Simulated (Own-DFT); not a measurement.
## Calculated data, Al₃GaN₄ (wurtzite random alloy, strained, atoms displaced)

A calculation, not a measurement: plane-wave PBE density functional theory by an unreviewed code, no spin, of a simulated periodic cell, stress positive in tension, free energy of the whole cell less one offset for each atom, forces on such cells passed a denser k mesh, this cell's mesh not checked; offsets are fitted by least squares, one for each functional and potential file, so energies compare only between cells with the same atoms and settings and are not formation energies; the far tail of each file's local potential was reset to the Coulomb form; each entry is a single point on an unrelaxed cell, so the pressure reflects the starting lattice, mostly measured values, from which strain is counted, and rises with the displacements; printed positions are rounded, which can move forces by about a meV/angstrom; the program is a retired in-house code; no spin-orbit coupling; before rounding, a Quantum ESPRESSO 7.3.1 run of the same cell and cutoff gave forces within 1 meV/angstrom rms on each cell, which checks the program and not the settings. Program: Own-DFT development build.

Settings shared by all entries: functional PBE; potential files PseudoDojo norm-conserving, scalar-relativistic, standard set; wave cutoff 42 hartree; occupations Fermi-Dirac; smearing width 0.1 eV; k mesh 4 x 4 x 3 centred on Gamma.

(1) 
```xyz
72
Lattice="9.6286 0.0000 0.0000 -4.8143 8.3386 0.0000 0.0000 0.0000 10.0655" Properties=species:S:1:pos:R:3:force_x:R:1:force_y:R:1:force_z:R:1 formula=Al3GaN4 free_energy_of_cell_above_offsets=-17.417 pressure=-3.15 stress_xx=5.88 stress_yy=5.47 stress_zz=-1.89 stress_yz=0.5 stress_xz=0.39 stress_xy=0.25
Ga    -0.0068     1.8949    10.0063      0.728      0.128      1.212
Al     1.6433     0.9409     2.5101     -0.432     -0.027      0.155
N      0.0433     1.8331     1.9715     -0.444      0.643      0.203
N      1.5957     0.9450     4.4877      0.436     -0.575     -1.258
Al     0.0206     1.8631     5.0134     -0.347     -0.709      0.267
Ga     1.6146     0.9600     7.5869      1.662     -0.328      -1.32
N      0.1029     1.8128     6.9755     -2.366      2.103      -1.57
N      1.5997     0.9073     9.4492      0.676      1.441      1.247
Al    -1.5865     4.5986    10.0044      0.981       1.19      0.429
Al    -0.0109     3.7608     2.5914      0.137     -1.112     -1.338
N     -1.5937     4.6400     1.8708      0.281      0.114      1.009
N     -0.0378     3.7247     4.5121      2.718      -1.03     -1.129
Ga    -1.5053     4.7016     4.9390     -2.712         -2      2.536
Al     0.0657     3.6807     7.4482     -1.168      0.575      1.285
N     -1.6178     4.7163     6.9951      0.027     -3.105     -0.583
N      0.0173     3.7255     9.4464     -0.468      0.311     -0.716
Ga    -3.1801     7.4776    10.0459      0.044     -1.445      0.258
Al    -1.5382     6.4888     2.5818     -1.282      -0.52     -1.632
N     -3.2580     7.3825     1.9394      2.035      1.209      0.776
N     -1.5584     6.4304     4.4800     -0.431      3.031      -1.62
Al    -3.1780     7.3389     4.9678     -0.142      1.569      1.983
Ga    -1.6244     6.4621     7.6015     -0.677      1.523     -0.836
N     -3.2712     7.5159     6.9625     -0.001     -2.431     -0.674
N     -1.4974     6.5690     9.4641     -1.447     -1.508      1.739
Al     3.1793     1.9006    10.0207      0.355     -1.662      0.424
Al     4.7851     0.8872     2.5159      0.339        0.8     -0.451
N      3.1884     1.8301     1.8483       0.49     -0.237      0.861
N      4.7608     0.9417     4.4404      0.898     -0.637      -0.21
Al     3.1987     1.8649     4.9860      0.035      0.053      0.414
Al     4.8519     0.9566     7.5568     -1.313     -0.917     -1.165
N      3.2678     1.9250     6.8646      0.248      -0.03      1.171
N      4.7969     0.8931     9.4153     -0.259      0.583      0.572
Ga     1.6114     4.6662     0.0554      -0.38     -0.494     -1.423
Ga     3.1880     3.7656     2.5516      1.634     -1.051     -1.555
N      1.6617     4.6236     1.9290      -2.15      1.167      1.614
N      3.2184     3.7482     4.3979     -0.549     -0.103      2.229
Al     1.6139     4.6655     5.0677     -0.006     -0.562      0.499
Al     3.2674     3.7242     7.5645     -1.774     -0.361      0.043
N      1.5102     4.7082     6.9747      2.081     -0.351     -0.389
N      3.1505     3.6351     9.4965      1.679      1.521     -0.698
Al     0.0442     7.4273    10.0527     -0.923      0.603      0.521
Al     1.6318     6.4674     2.5552     -0.371      0.358     -0.492
N     -0.0370     7.3884     1.9326      1.011      0.077      0.416
N      1.5632     6.4655     4.5166      1.154      0.047     -1.627
Al     0.0208     7.3551     4.9774     -0.709      1.591      1.794
Al     1.5654     6.5713     7.5628     -0.086      -1.06     -0.221
N     -0.0601     7.3227     6.9682      1.621      2.374     -1.169
N      1.5061     6.4943     9.5030      2.356       0.86      -0.55
Ga     6.4398     1.8802     9.9744     -0.508     -1.513      1.398
Al     8.0494     0.9021     2.5018     -0.477      0.864     -0.778
N      6.4105     1.8030     1.8955     -0.023      0.441      0.684
N      8.0099     0.9575     4.3538      0.203     -0.536      1.763
Al     6.4349     1.8977     5.0146     -0.424     -0.741     -0.223
Ga     8.0070     0.9792     7.5483      0.992     -0.894     -0.893
N      6.4066     1.8775     6.9864     -0.142      0.253     -1.029
N      8.0730     0.9684     9.4409     -0.738     -1.732      0.783
Al     4.8767     4.6030     0.0433     -0.901       0.39     -0.533
Al     6.4033     3.7210     2.4558      0.485      -0.65      0.667
N      4.8802     4.7078     1.9345     -0.331      0.219      -0.09
N      6.4283     3.6829     4.4577       -0.6       0.77     -0.621
Al     4.7836     4.6520     5.0237      0.885     -0.514      0.548
Al     6.4516     3.6902     7.5154     -0.324      1.157       0.08
N      4.7536     4.6265     7.0211      1.617      0.831     -0.679
N      6.5025     3.6747     9.5064     -1.225      2.013     -1.283
Al     3.2339     7.4063    10.0642     -1.367      0.563      0.158
Al     4.8677     6.6460     2.5929     -1.471     -2.276     -0.812
N      3.1875     7.4116     1.9201      0.459     -0.102      0.481
N      4.8660     6.4694     4.4746     -0.989      0.364     -0.371
Al     3.1878     7.4028     5.0219      0.517      0.594      0.007
Al     4.7932     6.5223     7.6689      0.171      0.056     -3.509
N      3.1948     7.4005     6.8926     -0.257     -0.055      1.056
N      4.7010     6.5086     9.4301       1.26     -1.121      2.167
```

Units: free_energy_of_cell_above_offsets in eV; pressure, stress_xx, stress_yy, stress_zz, stress_yz, stress_xz, stress_xy in GPa; force_x, force_y, force_z in eV/Å.

(2) 
```xyz
72
Lattice="9.6286 0.0000 0.0000 -4.8143 8.3386 0.0000 0.0000 0.0000 10.0655" Properties=species:S:1:pos:R:3 formula=Al3GaN4
Al     0.0520     1.8011    10.0327
Ga     1.5277     0.8122     2.5564
N     -0.0585     1.7306     2.0283
N      1.5984     1.0086     4.4323
Ga     0.0207     1.8638     5.0445
Al     1.5959     0.8788     7.4899
N      0.0413     1.8570     6.9657
N      1.5525     0.9160     9.4715
Al    -1.6326     4.6793     0.1273
Ga    -0.0342     3.7334     2.4345
N     -1.6492     4.6311     1.9291
N      0.0350     3.7525     4.3742
Al    -1.6243     4.6482     5.0175
Al    -0.0135     3.7283     7.5187
N     -1.6116     4.6815     6.9053
N     -0.0399     3.8019     9.3484
Al    -3.2523     7.4575     0.0552
Al    -1.5792     6.5365     2.3812
N     -3.1127     7.4479     1.8974
N     -1.6141     6.4841     4.3822
Al    -3.1770     7.4619     5.0547
Al    -1.6618     6.4316     7.5257
N     -3.1672     7.3466     6.9597
N     -1.5822     6.5679     9.4497
Al     3.2143     1.8565     0.0827
Al     4.8368     0.8923     2.6210
N      3.1695     1.8192     1.8471
N      4.9189     0.9224     4.3659
Ga     3.2000     1.8823     4.9983
Al     4.7824     0.8472     7.5644
N      3.2431     1.8543     6.8828
N      4.8606     0.8488     9.4860
Al     1.5693     4.6290     9.9749
Ga     3.1687     3.7018     2.4885
N      1.6195     4.5542     1.9747
N      3.2436     3.7424     4.5056
Al     1.4944     4.5872     5.0215
Al     3.2250     3.7901     7.5501
N      1.5749     4.6612     6.9702
N      3.2384     3.7587     9.4495
Al    -0.0193     7.3704     0.0278
Al     1.5557     6.4089     2.5536
N     -0.0155     7.4738     1.8558
N      1.5869     6.4107     4.3971
Al     0.0212     7.3826     5.0341
Al     1.6422     6.5680     7.4865
N     -0.0182     7.4718     6.9430
N      1.6488     6.5653     9.5463
Al     6.4294     1.8660    10.0285
Ga     8.0539     0.9903     2.4824
N      6.3581     1.8127     1.9341
N      8.0602     0.9038     4.3811
Al     6.4672     1.9193     4.9611
Al     8.0890     0.9313     7.5417
N      6.4618     1.8786     7.0131
N      8.0508     0.9274     9.4764
Ga     4.6853     4.6031    10.0620
Al     6.4353     3.7536     2.6086
N      4.8334     4.6197     1.9393
N      6.4451     3.6560     4.4469
Al     4.8875     4.6821     5.0223
Al     6.4179     3.7279     7.4786
N      4.8232     4.7169     6.9545
N      6.4604     3.6665     9.5332
Ga     3.2419     7.3218     0.0827
Ga     4.8080     6.4875     2.5902
N      3.1127     7.4862     1.8801
N      4.8360     6.4709     4.4217
Al     3.2064     7.4511     5.0333
Al     4.7775     6.4476     7.5964
N      3.2271     7.3847     6.8625
N      4.8418     6.4584     9.5260
```

Question: Give the missing pressure for Al₃GaN₄ (wurtzite random alloy, strained, atoms displaced) (entry 2).
Answer: -2.61 GPa

Question: Al₃GaN₄ (wurtzite random alloy, strained, atoms displaced) (entry 2): stress yy?
Answer: 6.55 GPa

Further results for Al₃GaN₄ (wurtzite random alloy, strained, atoms displaced) (entry 2):

* free energy of cell above offsets: -16.381 eV
* stress xx: 5.74 GPa
* stress zz: -4.47 GPa
* stress yz: -0.41 GPa
* stress xz: -0.42 GPa
* stress xy: -0.77 GPa

Force:
| element | x (eV/Å) | y (eV/Å) | z (eV/Å) |
| --- | --- | --- | --- |
| Al | -1.703 | 0.842 | 0.416 |
| Ga | 1.114 | 2.241 | -0.536 |
| N | 2.95 | 3.067 | -3.249 |
| N | 0.325 | -2.19 | 0.906 |
| Ga | -0.777 | 0.497 | -0.606 |
| Al | 0.965 | 0.518 | 0.762 |
| N | -0.21 | 0.09 | 0.582 |
| N | 1.277 | 0.112 | -0.557 |
| Al | -0.397 | -0.435 | -3.421 |
| Ga | 0.398 | -1.451 | 0.72 |
| N | -0.13 | 0.96 | 0.856 |
| N | -1.964 | -0.401 | 1.056 |
| Al | 0.738 | 0.303 | -0.51 |
| Al | -0.099 | 0.14 | -0.458 |
| N | 0.001 | -1.019 | -0.047 |
| N | 0.249 | -0.865 | 2.617 |
| Al | 0.742 | -0.48 | -1.464 |
| Al | 0.397 | -0.3 | 1.676 |
| N | -1.138 | -1.851 | -0.119 |
| N | 0.051 | 0.367 | 0.088 |
| Al | -0.01 | -0.62 | -0.519 |
| Al | 1.378 | 0.903 | 0.727 |
| N | -1.401 | 0.951 | -0.193 |
| N | -1.06 | -1.291 | 0.722 |
| Al | 0.473 | -0.753 | -2.79 |
| Al | -0.263 | 0.597 | -3.665 |
| N | 0.519 | -0.189 | 2.589 |
| N | -0.443 | -0.506 | 2.807 |
| Ga | 1.249 | 0.126 | -0.231 |
| Al | 0.523 | 2.007 | 0.314 |
| N | -0.482 | 0.028 | 2.381 |
| N | -0.95 | 1.15 | -0.289 |
| Al | 0.23 | 0.713 | 0.426 |
| Ga | 1.469 | -1.101 | 1.203 |
| N | -1.233 | 2.027 | -2.343 |
| N | -0.278 | 0.819 | -0.328 |
| Al | 2.587 | 0.881 | 0.475 |
| Al | -0.238 | -1.164 | -1.085 |
| N | 0.232 | 0.185 | -0.195 |
| N | -3.032 | -1.999 | -0.678 |
| Al | 0.924 | 1.231 | -1.158 |
| Al | 0.386 | 1.207 | -1.391 |
| N | 0.212 | -1.527 | 1.751 |
| N | 0.117 | 0.82 | 1.241 |
| Al | -0.242 | 0.424 | -0.531 |
| Al | -0.947 | -0.648 | 1.02 |
| N | 0.225 | -1.864 | -0.441 |
| N | -1.612 | -2.122 | -1.877 |
| Al | -0.066 | -0.923 | 0.55 |
| Ga | -3.61 | -1.646 | 0.128 |
| N | 0.22 | 1.642 | -0.033 |
| N | -0.753 | 0.172 | 2.008 |
| Al | -0.089 | -2.298 | 1.336 |
| Al | -0.971 | 0.094 | 0.483 |
| N | -0.216 | -0.375 | -1.305 |
| N | 0.429 | 0.285 | -0.461 |
| Ga | 3.798 | 0.606 | 0.944 |
| Al | -0.953 | -1.465 | -2.215 |
| N | 0.234 | 0.098 | 0.713 |
| N | 0.073 | 1.974 | 0.516 |
| Al | -1.28 | -0.696 | 0.22 |
| Al | 0.198 | -0.35 | 1.598 |
| N | 0.177 | -1.179 | -0.178 |
| N | -0.162 | 1.133 | -1.192 |
| Ga | 0.048 | 1.765 | -1.632 |
| Ga | -0.478 | 0.197 | -2.264 |
| N | 0.444 | -1.928 | 3.117 |
| N | 0.285 | 1.017 | 2.213 |
| Al | -0.069 | -0.817 | -1.467 |
| Al | 0.674 | 1.077 | -0.213 |
| N | 0.379 | 0.651 | 1.584 |
| N | 0.564 | 0.536 | -1.1 |
